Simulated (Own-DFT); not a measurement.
## Calculated data, Hf₃₆O₇₁ (tetragonal hafnia with one neutral oxygen vacancy, atoms displaced)

Computed with Own-DFT development build. A calculation, not a measurement: plane-wave PBE and HSE06 DFT by an unreviewed code, no spin, of a simulated cell at Gamma alone, so results move with cell size and shape, stress positive in tension, energies less offsets, not probed for a lower state with spin; hafnium file: forces about 75 meV/angstrom off all-electron values; oxygen file: force components 24 meV/angstrom off all-electron in a glass; k mesh not checked against a denser one; forces and stress are PBE's, HSE06 gives the energy alone, and its difference from PBE has offsets of its own; offsets are fitted by least squares, one for each functional and potential file, so energies compare only between cells with the same atoms and settings and are not formation energies; the far tail of each file's local potential was reset to the Coulomb form; each entry is a single point on an unrelaxed cell, so the pressure reflects the starting lattice, taken from the Materials Project, from which strain is counted, and rises with the displacements; printed positions are rounded, which can move forces by about a meV/angstrom; the program is a retired in-house code; no spin-orbit coupling.

Common to all runs: first functional PBE; second functional HSE06; exact exchange share 0.25; screening 0.11 1/bohr; exchange divergence Gygi-Baldereschi; potential files PseudoDojo norm-conserving, scalar-relativistic, made for PBE, standard set; wave cutoff 48 hartree; occupations fixed; k mesh 1 x 1 x 1 centred on Gamma.

(1) 
```xyz
107
Lattice="10.7800 0.0000 0.0000 0.0000 10.7800 0.0000 0.0000 0.0000 10.4493" Properties=species:S:1:pos:R:3:force_x:R:1:force_y:R:1:force_z:R:1 formula=Hf36O71 PBE_energy_of_cell_above_offsets=-101.252 HSE06_less_PBE_above_offsets=-0.153 PBE_pressure=0.58 PBE_stress_xx=-0.54 PBE_stress_yy=-0.11 PBE_stress_zz=-1.1 PBE_stress_yz=-0.26 PBE_stress_xz=0.28 PBE_stress_xy=0.02
Hf    10.7570    10.7656    10.4348      1.682      0.421     -0.392
Hf     1.7580     1.7879     2.6604      0.992       0.41     -0.899
O      0.0180     1.7838     1.5511     -0.521     -0.108      0.886
O      1.8195     0.0341     3.6794     -0.197     -0.442      -0.28
O      0.0285     1.7840     4.2315     -0.438      0.144      -0.66
O      1.8144    10.7659     1.0435      -0.63      0.211      0.026
Hf     0.0253     0.0060     5.1982       0.52     -0.732      0.518
Hf     1.8030     1.8332     7.8411     -0.186     -0.598      0.396
O      0.0028     1.8228     6.8665     -0.119     -0.403     -0.706
O      1.7794     0.0156     8.8847      0.207     -0.327      -0.67
O      0.0024     1.8186     9.4066     -0.223     -0.772      0.471
O      1.8189    10.7626     6.2429     -0.337     -0.302      0.058
Hf    10.7670     3.6045    10.4138     -0.132      0.107      0.299
Hf     1.8139     5.3960     2.6768      -1.16      -0.26     -0.883
O      1.7831     3.5958     3.6346     -0.067     -0.426      0.094
O      0.0266     5.3893     4.1492     -0.132      0.046      0.613
O      1.7884     3.5936     1.0040     -0.311      0.455      0.369
Hf    10.7577     3.5972     5.2119      0.254      0.623      0.376
Hf     1.7552     5.3526     7.8444     -0.008     -0.012      0.748
O     10.7520     5.3787     6.8299      0.885      0.006     -0.755
O      1.8001     3.5785     8.8904     -0.176       0.51     -0.239
O     10.7172     5.4025     9.3647      0.349     -0.277      1.206
O      1.7796     3.5183     6.2738     -0.133      0.736     -0.337
Hf    10.7632     7.2058     0.0399      0.507     -0.447     -0.841
Hf     1.7812     8.9963     2.6152     -0.089      0.094      0.273
O      0.0295     9.0043     1.5869     -1.332      0.075       -0.3
O      1.7702     7.1731     3.6347      0.476       0.36      0.256
O      0.0518     8.9630     4.1623      -0.08      0.723      0.631
O      1.7718     7.1557     1.0473      0.123     -0.315     -0.048
Hf     0.0252     7.2321     5.2526     -1.044     -0.696     -0.987
Hf     1.8463     8.9676     7.8065     -0.673      0.753      1.422
O      0.0084     8.9674     6.8132      0.108     -0.169     -0.357
O      1.7402     7.1716     8.8540      0.482     -0.038     -0.419
O      0.0713     8.9859     9.3947     -0.768      0.156      0.363
O      1.8164     7.1898     6.2088     -0.783      0.169      0.998
Hf     3.5983     0.0448     0.0330     -0.803     -0.371     -0.176
Hf     5.4175     1.8021     2.6304      -0.76     -0.161     -0.531
O      3.6202     1.7994     1.5589     -0.378      0.045       1.06
O      5.3962    10.7760     3.6502      0.029     -0.034      0.136
O      3.6031     1.8145     4.2698      0.128     -0.264     -0.467
O      5.3662    10.7783     1.0352      0.938     -0.124     -0.138
Hf     3.6129    10.7524     5.2384     -0.454      0.936     -0.364
Hf     5.3888     1.7312     7.8493      -0.48      1.349     -0.603
O      3.5490     1.8092     6.7822      1.118     -0.055      0.906
O      5.3175    10.7771     8.8619      0.626     -0.018      0.383
O      3.5876     1.7954     9.4638      0.098      0.285      -0.45
O      5.3956     0.0945     6.2884      0.385     -0.558     -0.176
Hf     3.5889     3.6058     0.0531     -0.076      -0.53     -0.493
Hf     5.3582     5.4513     2.6214      0.531     -0.847     -0.031
O      3.6156     5.3888     1.6141     -0.416       0.21     -0.065
O      5.3636     3.5737     3.6021      0.521      0.736      0.521
O      3.5522     5.3500     4.2281      0.297      0.918      0.077
O      5.3849     3.6266     1.0218      0.284     -0.239     -0.068
Hf     3.6155     3.6143     5.2901      -0.31     -0.876     -0.125
Hf     5.3913     5.4282     7.8534      0.177     -0.587     -0.149
O      3.5407     5.3863     6.8594       0.47     -0.076     -0.283
O      5.3737     3.5383     8.8371      0.199      0.895      0.091
O      3.5475     5.3671     9.4386      0.356       0.55      0.249
O      5.4221     3.6252     6.2775     -0.374      0.067     -0.531
Hf     3.5699     7.1628     0.0283     -0.208      0.347     -0.563
Hf     5.3714     8.9984     2.6112     -0.831      0.039     -0.128
O      3.5308     8.9968     1.6184      1.093     -0.352     -0.189
O      5.3824     7.2037     3.6569      0.027      0.047     -0.131
O      3.5693     8.9824     4.1897      0.079     -0.204      0.369
O      5.3685     7.2099     1.0206      0.123     -0.136      0.365
Hf     3.5303     7.1914     5.2644      1.412     -0.236     -1.112
Hf     5.3757     9.0358     7.8608       0.19     -1.172      0.345
O      3.6224     8.9730     6.7824      0.167       0.09      0.001
O      5.3754     7.2126     8.9092      0.103     -0.187     -0.486
O      3.5910     8.9830     9.4213     -0.149     -0.225      0.091
O      5.3563     7.1402     6.2531      0.074      0.017      0.052
Hf     7.2274     0.0514    10.4475     -0.895     -0.719      0.211
Hf     9.0146     1.8153     2.6390     -0.178       0.23      -0.74
O      7.1984     1.7883     1.5624      0.124     -0.079      0.509
O      8.9703    10.7230     3.6627      0.131      1.062     -0.526
O      7.1974     1.7661     4.2031      0.018      0.517     -0.248
O      8.9801     0.0361     0.9950      -0.12     -0.421      0.425
Hf     7.1965     0.0156     5.2180     -0.019     -0.178      0.345
Hf     8.9821     1.8058     7.8173      0.631      0.542      0.126
O      7.2238     1.8611     6.8051     -0.781     -0.597       0.09
O      8.9820    10.7552     8.8157      -0.19      0.486      0.462
O      7.1846     1.8237     9.4465     -0.217     -1.266     -0.556
O      9.0119     0.0159     6.1773     -0.391     -0.197      0.517
Hf     7.1534     3.5759    10.4208      0.347      0.863      0.394
Hf     8.9348     5.4215     2.5979      1.101     -0.177     -0.112
O      7.1577     5.3593     1.6022      -0.22       0.54     -0.296
O      8.9809     3.5890     3.6409      0.038     -0.144      0.016
O      7.2314     5.4214     4.1772     -0.358      -0.29      0.333
O      8.9668     3.6037     1.0392      0.243      0.152     -0.072
Hf     7.1597     3.6037     5.1981      0.558      0.283      0.652
Hf     8.9913     5.4110     7.8310     -0.416     -0.425      0.297
O      7.1986     5.4163     6.8307     -0.558     -0.188     -0.268
O      8.9693     3.5375     8.8880     -0.085      0.758      -0.31
O      7.2133     5.3984     9.3749     -0.517     -0.347      0.576
O      8.9937     3.5756     6.2688     -0.324      0.147     -0.622
Hf     7.1662     7.1558    10.4242      0.127      0.166     -0.097
Hf     8.9235     9.0267     2.6023      0.896     -1.252      -0.02
O      7.1373     8.9942     1.6205      0.802      0.028     -0.147
O      9.0268     7.2025     3.6141     -0.365      0.583      -0.23
O      7.1713     8.9717     4.2236      0.058      0.594     -0.201
O      8.9936     7.1478     0.9929     -0.682     -0.081      0.516
Hf     7.1458     7.2207     5.2038      0.392     -1.008      0.899
Hf     9.0146     8.9943     7.8401     -0.311     -1.084      0.119
O      7.1761     8.9558     6.8612      0.048      0.298     -0.356
O      8.9811     7.1676     8.8752      0.012      0.956     -0.335
O      7.2217     8.9632     9.4528     -0.213      0.751      0.234
O      8.9789     7.1225     6.2348      0.083      0.543     -0.207
```

Units: PBE_energy_of_cell_above_offsets, HSE06_less_PBE_above_offsets in eV; PBE_pressure, PBE_stress_xx, PBE_stress_yy, PBE_stress_zz, PBE_stress_yz, PBE_stress_xz, PBE_stress_xy in GPa; force_x, force_y, force_z in eV/Å.

(2) 
```xyz
107
Lattice="10.7800 0.0000 0.0000 0.0000 10.7800 0.0000 0.0000 0.0000 10.4493" Properties=species:S:1:pos:R:3:force_x:R:1:force_y:R:1:force_z:R:1 formula=Hf36O71 PBE_energy_of_cell_above_offsets=-100.768 HSE06_less_PBE_above_offsets=-0.144 PBE_pressure=1.01 PBE_stress_xx=-0.87 PBE_stress_yy=-0.46 PBE_stress_zz=-1.71 PBE_stress_yz=0 PBE_stress_xz=-0.26 PBE_stress_xy=0.03
Hf    10.7434    10.7622    10.4289      0.989      0.477     -0.054
Hf     1.7682     1.8168     2.5816      0.676     -0.705     -0.212
O     10.7313     1.8213     1.6092      0.702     -0.159     -0.256
O      1.7335     0.0006     3.6821      0.106     -0.153     -0.689
O      0.0156     1.8032     4.1481     -0.629     -0.415      0.983
O      1.7995     0.0236     0.9724     -0.532     -0.039       0.46
Hf     0.0133    10.7555     5.2250      0.155      0.516     -0.572
Hf     1.7950     1.8050     7.8807      0.472     -0.124      0.386
O      0.0412     1.7375     6.8299     -0.709      0.119     -0.446
O      1.7652    10.7593     8.8421     -0.182       0.93      -0.27
O     10.7675     1.7882     9.4268      0.109      0.423      0.014
O      1.7948    10.7380     6.1904     -0.497      0.084      0.741
Hf    10.7644     3.6279     0.0090      0.719     -0.945      0.116
Hf     1.8339     5.3910     2.6713     -0.115     -1.165     -1.109
O     10.7610     5.3608     1.5864      0.426       0.41      0.597
O      1.7879     3.5507     3.6266     -0.082      1.207     -0.375
O     10.7492     5.3975     4.2622      0.235     -0.127     -0.649
O      1.8085     3.5796     0.9468     -0.158      0.029      0.757
Hf    10.7753     3.5673     5.2485      0.878     -0.064     -1.216
Hf     1.7793     5.3702     7.8652      0.568      0.218      0.087
O      0.0136     5.3596     6.8408      -0.33      0.372     -0.095
O      1.8257     3.5778     8.8641      -0.09      0.275     -0.606
O      0.0179     5.3386     9.4040     -0.418      0.715      -0.02
O      1.7417     3.6363     6.1790      1.762     -0.193      0.692
Hf    10.7796     7.1743     0.0054     -0.272      0.036     -0.637
Hf     1.7578     8.9615     2.6577      1.009      1.315     -0.874
O      0.0298     8.9675     1.6173     -0.648     -0.077     -0.285
O      1.8428     7.1853     3.5943     -0.361     -0.448      0.496
O      0.0112     8.9213     4.1532      0.135      0.491      0.745
O      1.7861     7.2350     0.9533     -0.193     -0.227       1.14
Hf     0.0263     7.1656     5.1874     -0.309      0.069       1.36
Hf     1.7528     9.0620     7.8215      1.204     -1.388      0.845
O      0.0200     8.9738     6.8815     -1.095      0.269     -1.387
O      1.8164     7.1269     8.8737     -0.545      1.204     -0.474
O     10.7138     8.9974     9.4187      0.367     -0.693      0.309
O      1.8043     7.2114     6.2347      0.052     -0.197     -0.422
Hf     3.6340    10.7592     0.0289     -1.113      0.815     -0.224
Hf     5.4203     1.8077     2.6587     -1.199      -0.47     -0.938
O      3.5921     1.7897     1.5893      0.222      0.283      0.408
O      5.3923     0.0320     3.6241      0.203     -0.878     -0.083
O      3.6118     1.8051     4.1562      0.129      0.345      1.073
O      5.3335    10.7748     1.0111      1.907      0.038      0.317
Hf     3.5873    10.7466     5.2561      0.218      0.755     -0.998
Hf     5.4451     1.7898     7.8308     -1.822      0.027      0.668
O      3.6031     1.7747     6.8196      0.095      0.646     -0.141
O      5.3639     0.0660     8.8817      0.192     -1.356     -0.575
O      3.5839     1.8164     9.4460     -0.107      -0.32     -0.107
O      5.3915    10.7488     6.1936       0.71      0.254      0.664
Hf     3.6494     3.5903     0.0175     -0.986     -0.039     -0.465
Hf     5.4049     5.3959     2.6136     -0.554      0.412     -0.623
O      3.6095     5.3854     1.5590      -0.36      0.108      0.735
O      5.4218     3.6197     3.6104      0.093      0.165      1.183
O      3.5819     5.3930     4.1764      0.236      0.094       0.45
O      5.3772     3.5533     1.0582      1.184      0.433     -0.258
Hf     3.6588     3.5976     5.2552     -0.625     -0.625     -0.497
Hf     5.3790     5.3600     7.8127      0.161      0.972       0.72
O      3.6290     5.4309     6.8203     -0.398     -0.966     -0.335
O      5.3795     3.5798     8.8629      0.323      0.278     -0.582
O      3.5969     5.4548     9.4207      0.348     -1.178      0.156
Hf     3.5583     7.2124     0.0275      0.569      0.148     -0.955
Hf     5.4202     8.9562     2.6011     -0.202      1.527     -0.675
O      3.6119     9.0155     1.6076     -0.493     -0.416      0.333
O      5.4322     7.2502     3.6099      0.021     -1.612      0.802
O      3.5769     8.9684     4.2259      0.092      0.231     -0.203
O      5.3841     7.1702     1.0439     -0.044     -0.046     -0.155
Hf     3.6177     7.2335     5.2461     -0.365     -0.601      0.216
Hf     5.3995     9.0145     7.8254     -0.295     -0.145      0.337
O      3.5417     9.0913     6.7909      1.013     -0.643      0.354
O      5.3861     7.2047     8.8685      0.266      0.226     -0.423
O      3.5419     9.0272     9.4264      0.342     -0.805     -0.104
O      5.3950     7.1790     6.2642      0.237      0.281      -0.41
Hf     7.1898     0.0158    10.4336     -0.182     -0.804      0.825
Hf     9.0232     1.7629     2.6279     -0.077      0.226     -0.411
O      7.2010     1.7750     1.5657      0.194      0.071       0.44
O      9.0287    10.7279     3.6603      -0.22      0.529     -0.091
O      7.1462     1.7999     4.2384      0.504      0.278     -0.085
O      9.0196     0.0080     0.9884     -0.921     -0.114      0.809
Hf     7.2203     0.0245     5.2095     -0.837     -1.237      0.025
Hf     8.9689     1.7735     7.8062      1.454     -0.554       1.13
O      7.1825     1.8255     6.8700      0.286      0.571     -1.271
O      8.9961     0.0001     8.8992     -0.341      0.311     -0.795
O      7.1331     1.7441     9.4273      0.262      1.146       -0.2
O      8.9612     0.0187     6.2788      0.425      0.142     -0.223
Hf     7.2114     3.5591    10.4447      0.127      0.104      0.155
Hf     8.9433     5.4002     2.6592        0.8     -0.106     -0.866
O      7.1947     5.4175     1.6117     -0.081     -0.354      -0.26
O      8.9932     3.6111     3.6032     -0.284     -0.599      0.318
O      7.2380     5.3947     4.1844     -0.188     -0.422     -0.039
O      9.0241     3.5626     1.0220     -1.426      0.309     -0.063
Hf     7.2092     3.5743     5.2522     -0.421      0.768     -0.145
Hf     8.9988     5.3521     7.8048     -0.149       0.73      0.563
O      7.1964     5.3316     6.7526     -0.353     -0.538      0.293
O      8.9233     3.5369     8.8698     -0.166      0.518     -0.384
O      7.2078     5.4247     9.4095     -0.083     -1.282       0.03
O      9.0571     3.6060     6.2290     -1.492     -0.466      0.579
Hf     7.1501     7.1675    10.4056      0.112      0.888        0.4
Hf     9.0101     8.9287     2.6310     -0.576      0.821     -1.159
O      7.1730     8.9479     1.5442      0.517      0.315      0.744
O      8.9896     7.2369     3.6787     -0.236     -1.164     -0.209
O      7.1964     9.0091     4.2093      0.053     -0.197     -0.101
O      8.9788     7.1987     0.9928      0.055     -0.035       0.43
Hf     7.1899     7.1569     5.1526      0.006      1.012      1.271
Hf     8.9870     8.9712     7.8343     -0.416     -0.145      0.568
O      7.1782     9.0026     6.8233      0.111      0.038      0.024
O      8.9872     7.1944     8.8469      0.109     -0.695     -0.302
O      7.2004     8.9991     9.4301     -0.247     -0.003     -0.321
O      8.9690     7.1752     6.2544      0.284     -0.048     -0.423
```

Units: PBE_energy_of_cell_above_offsets, HSE06_less_PBE_above_offsets in eV; PBE_pressure, PBE_stress_xx, PBE_stress_yy, PBE_stress_zz, PBE_stress_yz, PBE_stress_xz, PBE_stress_xy in GPa; force_x, force_y, force_z in eV/Å.
